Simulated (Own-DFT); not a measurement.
GaP (zincblende, atoms displaced) (calculated)

A calculation, not a measurement: plane-wave PBE density functional theory by an unreviewed code, no spin, of a simulated periodic cell, stress positive in tension, free energy of the whole cell less one offset for each atom, forces on such cells passed a denser k mesh, this cell's mesh not checked; offsets are fitted by least squares, one for each functional and potential file, so energies compare only between cells with the same atoms and settings and are not formation energies; the far tail of each file's local potential was reset to the Coulomb form; each entry is a single point on an unrelaxed cell, so the pressure reflects the starting lattice, mostly measured values (interpolated for alloys), from which strain is counted, and rises with the displacements; printed positions are rounded, which can move forces by about a meV/angstrom; the program, named Own-DFT, is a retired in-house code; no spin-orbit coupling; before rounding, a Quantum ESPRESSO 7.3.1 run of the same cell and cutoff gave forces within 1 meV/angstrom rms on each cell, which checks the program and not the settings. Program: Own-DFT development build.

Settings shared by all entries: functional PBE; potential files PseudoDojo norm-conserving, scalar-relativistic, standard set; wave cutoff 42 hartree; occupations Fermi-Dirac; smearing width 0.1 eV; k mesh 2 x 3 x 3 centred on Gamma.

(1) GaP (zincblende, atoms displaced)

```
GaP
1.0
     16.3515     0.0000     0.0000
      0.0000    10.9010     0.0000
      0.0000     0.0000    10.9010
Ga P Ga P Ga P Ga P Ga P Ga P Ga P Ga P Ga P Ga P Ga P Ga P
4 4 4 4 4 4 4 4 4 4 4 4 4 4 4 4 4 4 4 4 4 4 4 4
Direct
  0.99873 0.00995 0.00119
  0.00405 0.25568 0.25917
  0.16819 0.98463 0.24748
  0.17187 0.25909 0.99997
  0.07826 0.11049 0.11606
  0.07843 0.37097 0.37767
  0.23678 0.11822 0.38211
  0.24667 0.36964 0.13016
  0.99974 0.99042 0.50186
  0.99577 0.25773 0.75396
  0.17998 0.01281 0.76279
  0.16743 0.24036 0.50091
  0.09204 0.12429 0.62298
  0.09525 0.38749 0.87699
  0.24095 0.12111 0.87023
  0.25096 0.38167 0.62665
  0.00349 0.49847 0.00977
  0.99229 0.76212 0.24056
  0.15983 0.51257 0.24813
  0.16872 0.75713 0.00095
  0.07581 0.63394 0.13898
  0.08416 0.87418 0.38146
  0.25729 0.62873 0.39553
  0.25774 0.86985 0.13350
  0.99898 0.50554 0.49679
  0.98346 0.74412 0.74692
  0.17090 0.50758 0.75092
  0.17810 0.74286 0.48496
  0.06588 0.60924 0.63609
  0.09072 0.86642 0.89107
  0.25522 0.62947 0.86063
  0.24995 0.85952 0.63070
  0.33234 0.98769 0.01086
  0.32846 0.25490 0.24440
  0.49632 0.00711 0.22775
  0.50636 0.25497 0.99176
  0.42326 0.12150 0.11757
  0.41927 0.38288 0.36800
  0.59205 0.11458 0.39085
  0.58934 0.37868 0.12969
  0.34035 0.00445 0.51105
  0.32843 0.24059 0.75900
  0.50916 0.01273 0.73881
  0.50684 0.24989 0.50822
  0.43105 0.12643 0.63675
  0.41594 0.38322 0.87408
  0.59441 0.10833 0.87834
  0.58332 0.37606 0.62008
  0.33133 0.50697 0.00592
  0.34193 0.75398 0.24194
  0.49066 0.50711 0.25133
  0.49973 0.73035 0.00446
  0.42087 0.63484 0.13027
  0.41792 0.86849 0.36782
  0.57327 0.62863 0.39911
  0.58040 0.88633 0.12873
  0.33670 0.49421 0.50128
  0.32895 0.75391 0.76059
  0.49232 0.48936 0.75514
  0.50018 0.74956 0.50480
  0.41495 0.61780 0.63623
  0.41231 0.87488 0.87022
  0.59012 0.61150 0.86465
  0.57364 0.87668 0.61785
  0.66258 0.99830 0.99619
  0.65372 0.25936 0.24483
  0.83158 0.99709 0.25044
  0.83912 0.24785 0.99397
  0.74920 0.12783 0.12869
  0.74626 0.37610 0.36237
  0.91630 0.12599 0.38039
  0.91511 0.37987 0.12992
  0.66628 0.01185 0.49568
  0.65269 0.24352 0.74593
  0.84137 0.99526 0.75300
  0.83370 0.24550 0.49694
  0.75144 0.12423 0.63768
  0.74168 0.38953 0.88083
  0.92245 0.11366 0.89190
  0.91872 0.36716 0.62715
  0.66890 0.49203 0.00451
  0.66442 0.75771 0.26105
  0.83787 0.49537 0.25158
  0.84493 0.74587 0.98347
  0.75303 0.63543 0.14205
  0.74720 0.87913 0.37504
  0.91508 0.60891 0.36451
  0.92312 0.87553 0.10219
  0.66318 0.49764 0.51649
  0.65324 0.76275 0.74577
  0.82573 0.49844 0.75674
  0.83850 0.75544 0.49710
  0.74889 0.63337 0.60893
  0.74600 0.86554 0.87301
  0.91952 0.61637 0.87571
  0.91078 0.89324 0.62353
```

* free energy of cell above offsets: -35.565 eV
* pressure: 5.45 GPa
* stress xx: -5.25 GPa
* stress yy: -5.6 GPa
* stress zz: -5.51 GPa
* stress yz: 0.39 GPa
* stress xz: -0.81 GPa
* stress xy: 0.75 GPa

Force:
```csv
element,x (eV/Å),y (eV/Å),z (eV/Å)
Ga,2.09,-3.187,-0.132
Ga,-1.139,-1.568,-1.583
Ga,-0.918,0.967,0.078
Ga,-1.491,-1.382,-0.221
P,2.63,2.713,2.487
P,1.944,1.206,0.847
P,2.973,-0.481,-1.353
P,0.067,2.178,-0.276
Ga,0.985,1.852,-0.091
Ga,1.807,-1.185,0.646
Ga,-4.7,-5.54,-4.783
Ga,-0.429,2.416,0.404
P,-1.873,-0.845,1.589
P,-1.711,-0.862,0.443
P,4.685,3.674,5.451
P,-0.086,-1.502,-0.27
Ga,0.361,0.035,-0.295
Ga,0.188,-0.319,1.714
Ga,0.805,-0.937,1.475
Ga,1.222,-2.162,1.375
P,1.278,0.035,-1.771
P,-0.234,-1.133,-0.809
P,1.641,-2.332,-4.293
P,-1.58,-0.316,-0.445
Ga,-0.581,-1.475,-0.266
Ga,1.61,1.166,-0.133
Ga,-0.65,0.062,-0.91
Ga,-3.656,2.186,2.9
P,2.374,1.734,-0.114
P,-2.342,2.325,-2.868
P,-1.566,-1.128,3.298
P,-0.16,2.128,-0.527
Ga,0.694,1.175,-1.571
Ga,1.06,-1.523,1.387
Ga,0.969,-1.21,3.763
Ga,-0.012,-0.237,0.173
P,-2.455,2.615,-1.188
P,-0.868,-2.213,1.045
P,-4.218,3.616,-4.288
P,-3.381,1.53,-1.424
Ga,-0.616,-0.895,-0.6
Ga,0.842,1,-0.763
Ga,0.39,-2.33,2.552
Ga,-0.545,-0.251,-1.748
P,-3.376,1.978,-1.476
P,-1.315,-2.201,1.755
P,-2.936,2.75,-1.567
P,-1.005,-0.239,1.943
Ga,-0.027,-0.129,-0.202
Ga,-0.987,-0.54,1.962
Ga,2.332,0.213,0.215
Ga,1.724,2.247,-2.224
P,-1.484,-2.009,-0.496
P,0.647,1.755,0.95
P,2.159,-1.776,-2.817
P,0.829,-2.277,-1.023
Ga,0.525,0.101,0.714
Ga,1.978,0.332,-1.745
Ga,1.93,1.401,-1.404
Ga,-2.735,0.395,0.753
P,-0.09,1.022,-0.636
P,1.583,0.4,0.824
P,-1.186,0.331,1.023
P,1.531,0.951,-0.006
Ga,2.997,-1.716,2.427
Ga,2.578,-2.741,2.21
Ga,0.493,0.249,-0.603
Ga,-1.384,0.683,0.861
P,-0.387,0.137,-0.679
P,-0.052,-0.229,1.613
P,0.633,-0.951,-0.881
P,0.956,-1.402,-1.024
Ga,3.236,-3.082,3.379
Ga,1.962,0.581,0.316
Ga,-2.483,1.429,2.001
Ga,-1.081,0.61,0.538
P,-0.075,0.233,-0.594
P,1.596,-3.412,-1.594
P,-1.935,2.472,-3.671
P,-1.564,1.277,-0.597
Ga,-0.13,2.846,1.681
Ga,-0.854,-0.712,-0.208
Ga,-2.401,-0.055,-0.638
Ga,-2.216,0.229,1.373
P,-0.028,-0.466,-1.511
P,0.806,0.101,0.76
P,1.066,3.072,1.489
P,-1.891,0.251,1.701
Ga,1.315,0.747,-2.377
Ga,1.362,-0.988,-0.331
Ga,0.529,0.497,-1.423
Ga,-0.467,-0.477,-0.895
P,0.085,0.071,2.088
P,0.733,0.539,-0.058
P,-0.275,-1.201,-0.108
P,1.372,-2.893,-0.695
```

(2) GaP (zincblende, atoms displaced)

```
GaP
1.0
     16.3515     0.0000     0.0000
      0.0000    10.9010     0.0000
      0.0000     0.0000    10.9010
Ga P Ga P Ga P Ga P Ga P Ga P Ga P Ga P Ga P Ga P Ga P Ga P
4 4 4 4 4 4 4 4 4 4 4 4 4 4 4 4 4 4 4 4 4 4 4 4
Direct
  0.01152 0.99273 0.00328
  0.99951 0.25413 0.24514
  0.17556 0.00790 0.24556
  0.17045 0.24023 0.99509
  0.07662 0.13802 0.12180
  0.08392 0.36899 0.37616
  0.23773 0.14112 0.37375
  0.25239 0.38152 0.11753
  0.00375 0.99340 0.49837
  0.00571 0.25406 0.75636
  0.17743 0.98929 0.74993
  0.16433 0.25230 0.50533
  0.09019 0.12935 0.62088
  0.08607 0.36572 0.86963
  0.25461 0.11591 0.86433
  0.23619 0.37661 0.64408
  0.99982 0.50987 0.99146
  0.01322 0.75255 0.24193
  0.16976 0.50714 0.26537
  0.16628 0.76236 0.00973
  0.08111 0.63857 0.12002
  0.07779 0.86772 0.37308
  0.24801 0.63576 0.38322
  0.24608 0.87030 0.12540
  0.99372 0.49353 0.49830
  0.99858 0.74374 0.75559
  0.17046 0.50833 0.74561
  0.17529 0.74318 0.49484
  0.08081 0.61674 0.64501
  0.08711 0.88167 0.87109
  0.25194 0.60710 0.87816
  0.24853 0.86909 0.64040
  0.33723 0.00403 0.99709
  0.33460 0.26639 0.25577
  0.50095 0.99805 0.24164
  0.50642 0.24568 0.00432
  0.41426 0.12744 0.12412
  0.41750 0.37616 0.37990
  0.58422 0.12879 0.38402
  0.59149 0.38969 0.14234
  0.33092 0.99877 0.49712
  0.32701 0.25963 0.75914
  0.50675 0.00059 0.75817
  0.49672 0.25448 0.49062
  0.41646 0.12526 0.61862
  0.41432 0.37733 0.87961
  0.59311 0.12302 0.87116
  0.58779 0.38074 0.63536
  0.33908 0.48307 0.01677
  0.33383 0.76301 0.25068
  0.49097 0.50811 0.26291
  0.49395 0.75377 0.00251
  0.42202 0.63690 0.12294
  0.42606 0.89036 0.37746
  0.57789 0.62629 0.37922
  0.58907 0.86882 0.12459
  0.34091 0.49116 0.50299
  0.33511 0.74795 0.75281
  0.50397 0.49877 0.74944
  0.48905 0.75236 0.49845
  0.41445 0.61245 0.63383
  0.41473 0.87522 0.86464
  0.58017 0.62736 0.88768
  0.58541 0.88422 0.62505
  0.67680 0.99888 0.99211
  0.65315 0.24442 0.24660
  0.82855 0.01878 0.25043
  0.82131 0.25122 0.99967
  0.74322 0.12414 0.11900
  0.74467 0.36820 0.38257
  0.92085 0.11545 0.38577
  0.91743 0.36505 0.13308
  0.66229 0.99298 0.50472
  0.66487 0.24509 0.74862
  0.82912 0.00905 0.75655
  0.83446 0.24360 0.50293
  0.73713 0.13432 0.62070
  0.75828 0.37234 0.88973
  0.90669 0.09636 0.85885
  0.92171 0.36869 0.61448
  0.66513 0.48826 0.00041
  0.66103 0.75296 0.23950
  0.83529 0.51679 0.25986
  0.83238 0.74390 0.00410
  0.73975 0.63349 0.11763
  0.76059 0.88222 0.37475
  0.91751 0.62601 0.37676
  0.90975 0.87397 0.11914
  0.66256 0.50264 0.51729
  0.66584 0.75252 0.75561
  0.84153 0.49917 0.75247
  0.84358 0.74811 0.50667
  0.75004 0.62572 0.62669
  0.75943 0.88280 0.88283
  0.92129 0.63144 0.86711
  0.91442 0.87878 0.61455
```

- free energy of cell above offsets: -38.931 eV
- pressure: 4.92 GPa
- stress xx: -4.68 GPa
- stress yy: -5.04 GPa
- stress zz: -5.03 GPa
- stress yz: -0.63 GPa
- stress xz: 0.14 GPa
- stress xy: -0.17 GPa

Force:
```csv
element,x (eV/Å),y (eV/Å),z (eV/Å)
Ga,-2.173,0.274,-0.111
Ga,-0.056,-0.706,1.954
Ga,-2.182,-0.285,-0.016
Ga,-0.153,0.329,-0.19
P,1.717,-1.467,-0.096
P,-0.121,1.089,-0.18
P,2.717,-0.851,-0.085
P,-2.1,-1.475,2.376
Ga,0.496,0.318,0.773
Ga,-1.74,-1.923,-1.248
Ga,-2.419,1.932,0.219
Ga,-0.046,1.035,0.196
P,-1.077,-1.846,1.248
P,0.866,1.899,1.475
P,-0.194,0.56,1.527
P,2.809,-1.403,-2.995
Ga,0.378,-1.584,0.77
Ga,-3.583,0.562,0.477
Ga,-0.823,-0.381,-1.351
Ga,-0.459,-1.69,-2.362
P,1.436,-2.619,-0.517
P,2.711,1.072,0.694
P,3.478,-2.419,-1.89
P,1.961,1.972,0.35
Ga,1.476,0.9,-0.341
Ga,0.969,2.592,-1.53
Ga,-1.396,0.205,2.145
Ga,-3.439,2.201,2.957
P,-0.433,0.898,-2.915
P,0.111,-1.054,-0.076
P,0.658,1.915,1.312
P,1.571,-1.235,-3.179
Ga,-0.525,-0.72,0.011
Ga,-1.036,-1.301,-0.781
Ga,1.08,0.987,-0.088
Ga,0.11,0.802,-0.125
P,0.422,0.239,0.615
P,-0.219,0.222,-0.816
P,-0.843,-0.986,-0.924
P,-2.715,-0.433,-0.754
Ga,-0.591,0.609,0.295
Ga,1.006,-0.432,-1.004
Ga,-0.752,0.428,-1.033
Ga,1.105,-0.737,1.891
P,-0.189,0.645,1.074
P,1.496,-0.739,-0.262
P,-1.291,-0.096,1.457
P,-1.412,-1.25,-0.398
Ga,1.177,2.842,-1.618
Ga,0.665,-0.481,0.515
Ga,1.159,0.391,-1.059
Ga,1.31,1.106,-1.01
P,-2.122,-1.615,1.494
P,-2.174,-0.798,-0.393
P,0.698,0.478,0.456
P,-1.872,2.273,-1.834
Ga,-2.368,0.611,1.055
Ga,-0.745,-1.463,0.257
Ga,-0.256,0.275,1.31
Ga,1.28,-0.685,1.092
P,0.34,1.423,-0.688
P,0.831,0.373,1.293
P,0.331,-0.404,-0.985
P,-1.444,-2.217,0.892
Ga,-1.442,-0.465,0.619
Ga,2.11,-0.212,0.849
Ga,0.935,-0.835,-0.241
Ga,3.355,-2.601,1.806
P,-0.008,0.991,1.318
P,0.328,0.749,-0.56
P,-0.374,1.388,-1.448
P,-1.501,2.195,-1.605
Ga,1.708,0.764,-1.501
Ga,0.7,1.724,0.684
Ga,-4.049,-2.984,-5.427
Ga,-0.546,0.155,-0.364
P,2.038,-1.438,-0.162
P,-2.306,2.234,-3.519
P,5.836,5.615,5.08
P,-0.97,-0.52,2.045
Ga,0.48,1.199,-0.382
Ga,1.457,-0.731,2.848
Ga,-1.694,-1.898,-1.117
Ga,0.219,0.059,-0.532
P,1.351,-1.409,0.444
P,-1.787,-0.966,0.263
P,1.539,0.895,-0.083
P,1.574,0.67,1.177
Ga,0.827,0.191,-1.826
Ga,0.419,0.219,0.266
Ga,-0.615,-0.49,-0.76
Ga,-1.667,-0.418,-0.929
P,0.601,0.364,0.681
P,-0.78,-2.038,-1.255
P,-1.998,-0.961,1.824
P,0.843,0.391,2.481
```

(3) GaP (zincblende, atoms displaced)

```
GaP
1.0
     16.3515     0.0000     0.0000
      0.0000    10.9010     0.0000
      0.0000     0.0000    10.9010
Ga P Ga P Ga P Ga P Ga P Ga P Ga P Ga P Ga P Ga P Ga P Ga P
4 4 4 4 4 4 4 4 4 4 4 4 4 4 4 4 4 4 4 4 4 4 4 4
Direct
  0.00268 0.99785 0.00034
  0.00588 0.24189 0.25294
  0.15804 0.99875 0.25617
  0.17738 0.24883 0.00534
  0.07987 0.13406 0.12540
  0.08089 0.36872 0.38496
  0.24478 0.13080 0.38506
  0.25757 0.38495 0.13819
  0.00982 0.00372 0.49772
  0.00118 0.27098 0.76221
  0.16578 0.00694 0.75817
  0.16262 0.25735 0.49815
  0.08455 0.12085 0.62443
  0.08635 0.38703 0.89445
  0.24152 0.12530 0.87391
  0.25462 0.35607 0.61970
  0.99807 0.49788 0.99713
  0.00334 0.75065 0.24505
  0.15876 0.50119 0.24840
  0.17066 0.75222 0.99522
  0.08677 0.60797 0.12767
  0.09041 0.88130 0.37971
  0.24524 0.61794 0.38053
  0.23893 0.87588 0.13375
  0.00103 0.47917 0.49436
  0.00602 0.73381 0.73672
  0.16944 0.49252 0.75285
  0.16569 0.75730 0.48619
  0.08148 0.62916 0.63067
  0.07908 0.86446 0.87869
  0.24203 0.61957 0.86278
  0.25758 0.86986 0.61587
  0.32352 0.99328 0.99858
  0.33531 0.23846 0.24148
  0.49581 0.99510 0.24983
  0.50201 0.24884 0.99990
  0.40521 0.14418 0.12667
  0.41641 0.38824 0.39073
  0.58524 0.13316 0.38063
  0.59201 0.37984 0.13352
  0.32968 0.99150 0.49288
  0.33875 0.25741 0.75617
  0.49978 0.00438 0.76687
  0.50417 0.23999 0.49393
  0.42563 0.13010 0.61619
  0.41851 0.38682 0.86719
  0.57759 0.10566 0.86759
  0.58777 0.36815 0.61635
  0.32859 0.50180 0.99317
  0.32612 0.75073 0.25294
  0.50768 0.50870 0.25075
  0.51321 0.75525 0.99673
  0.41713 0.61656 0.12133
  0.41657 0.86878 0.36703
  0.57139 0.63091 0.37087
  0.58500 0.87303 0.12772
  0.33380 0.50968 0.50394
  0.33131 0.75454 0.75099
  0.50468 0.49024 0.73022
  0.50315 0.75666 0.50527
  0.41288 0.62208 0.60927
  0.41698 0.88790 0.86636
  0.58769 0.64158 0.87138
  0.59327 0.86809 0.62332
  0.66844 0.98847 0.00829
  0.65259 0.25169 0.24432
  0.83614 0.00547 0.25406
  0.83400 0.26568 0.00089
  0.75543 0.12322 0.12592
  0.74828 0.37758 0.36683
  0.91870 0.12497 0.38303
  0.91618 0.37426 0.11912
  0.65839 0.99538 0.49311
  0.67407 0.25363 0.74905
  0.83477 0.98529 0.75449
  0.83380 0.24154 0.50250
  0.74850 0.12964 0.62382
  0.74145 0.35720 0.88434
  0.92023 0.13612 0.88104
  0.92132 0.37737 0.64298
  0.67413 0.49095 0.01113
  0.68045 0.74485 0.25320
  0.83842 0.50557 0.24250
  0.84054 0.76019 0.00407
  0.74076 0.62798 0.11620
  0.74479 0.89199 0.37549
  0.92054 0.61000 0.37930
  0.91204 0.87270 0.12546
  0.65829 0.49030 0.48967
  0.66857 0.74435 0.74184
  0.83131 0.50923 0.75103
  0.83644 0.75247 0.51039
  0.74841 0.61322 0.62921
  0.75035 0.87771 0.87534
  0.91180 0.62845 0.87971
  0.91321 0.87844 0.61508
```

* free energy of cell above offsets: -39.005 eV
* pressure: 4.94 GPa
* stress xx: -4.87 GPa
* stress yy: -4.69 GPa
* stress zz: -5.26 GPa
* stress yz: -1.39 GPa
* stress xz: 0.2 GPa
* stress xy: 0.43 GPa

Force:
```csv
element,x (eV/Å),y (eV/Å),z (eV/Å)
Ga,-0.691,0.487,0.017
Ga,-1.787,1.073,0.555
Ga,1.148,2.264,-0.844
Ga,-0.947,1.332,1.114
P,1.456,-1.561,-0.705
P,0.838,0.002,-2.557
P,0.64,-0.786,-1.618
P,-0.974,-0.788,-0.72
Ga,-1.439,-0.288,0.38
Ga,1.342,-1.908,0.685
Ga,-0.751,-1.896,-1.452
Ga,0.52,-1.468,1.164
P,-0.032,1.508,1.052
P,1.189,-1.563,-1.466
P,2.304,0.485,0.222
P,-0.455,2.185,0.621
Ga,-0.911,1.05,0.746
Ga,-0.001,-0.676,0.619
Ga,1.771,-1.592,1.914
Ga,-0.711,-1.009,0.4
P,-1.621,2.896,-1.791
P,-2.629,-0.915,-0.826
P,-0.241,0.381,-0.843
P,1.093,-0.131,-0.559
Ga,-1.105,1.999,2.216
Ga,-3.378,2.872,2.581
Ga,-0.959,-0.992,-1.629
Ga,0.942,-1.423,2.205
P,2.868,-2.998,-3.419
P,0.324,0.61,-0.759
P,1.938,1.583,1.371
P,-1.946,0.32,1.078
Ga,0.485,0.665,0.284
Ga,-3.003,3.7,5.036
Ga,0.298,1.25,-0.465
Ga,-0.054,0.399,-0.347
P,3.98,-4.524,-3.689
P,0.95,-1.615,-2.005
P,-0.389,-1.9,-1.857
P,-2.983,0.813,-1.9
Ga,1.314,1.422,-0.121
Ga,0.085,-1.454,-0.649
Ga,-1.749,-1.385,-4.952
Ga,-1.184,2.393,0.492
P,-1.661,-1.602,1.464
P,0.485,-0.455,0.969
P,4.086,3.93,3.394
P,-0.105,-0.749,0.79
Ga,0.489,0.369,0.056
Ga,0.514,-1.07,-0.528
Ga,-2.268,-1.725,-0.712
Ga,-2.438,-0.002,0.318
P,-0.039,1.395,-0.356
P,-0.291,0.312,0.847
P,3.184,1.073,1.087
P,0.262,0.077,1.151
Ga,-1.815,-1.864,-0.681
Ga,0.768,-0.909,-0.246
Ga,-0.367,1.599,0.594
Ga,-0.82,-0.182,-0.238
P,1.829,1.924,2.859
P,-1.383,-2.232,1.974
P,-0.128,-2.993,-0.299
P,-1.87,0.965,0.541
Ga,0.153,1.264,-0.476
Ga,3.504,-1.786,1.345
Ga,-0.181,-0.086,0.053
Ga,-0.049,-2.304,0.115
P,-1.052,0.748,-0.173
P,0.51,-0.564,0.03
P,0.624,-0.182,-0.775
P,0.981,0.411,1.443
Ga,0.613,1.3,1.045
Ga,-2.014,-1.362,-0.806
Ga,0.315,2.224,-0.318
Ga,-0.193,1.585,0.183
P,0.189,-1.781,0.135
P,1.284,2.554,-0.235
P,-0.381,-1.002,-0.458
P,-1.627,0.453,-1.929
Ga,-1.266,0.32,-1.906
Ga,-2.174,0.821,1.024
Ga,-1.078,-0.216,0.003
Ga,-2.256,-1.244,-1.207
P,3.274,0.459,0.409
P,1.732,-1.934,-0.306
P,-0.219,1.804,-0.22
P,1.865,1.346,1.533
Ga,0.826,1.26,-0.452
Ga,1.274,0.295,0.67
Ga,0.194,-1.418,1.019
Ga,-1.386,-1.39,-1.467
P,-0.498,0.775,-1.763
P,-0.172,-1.187,0.135
P,1.015,-0.108,-0.423
P,2.219,0.268,1.21
```
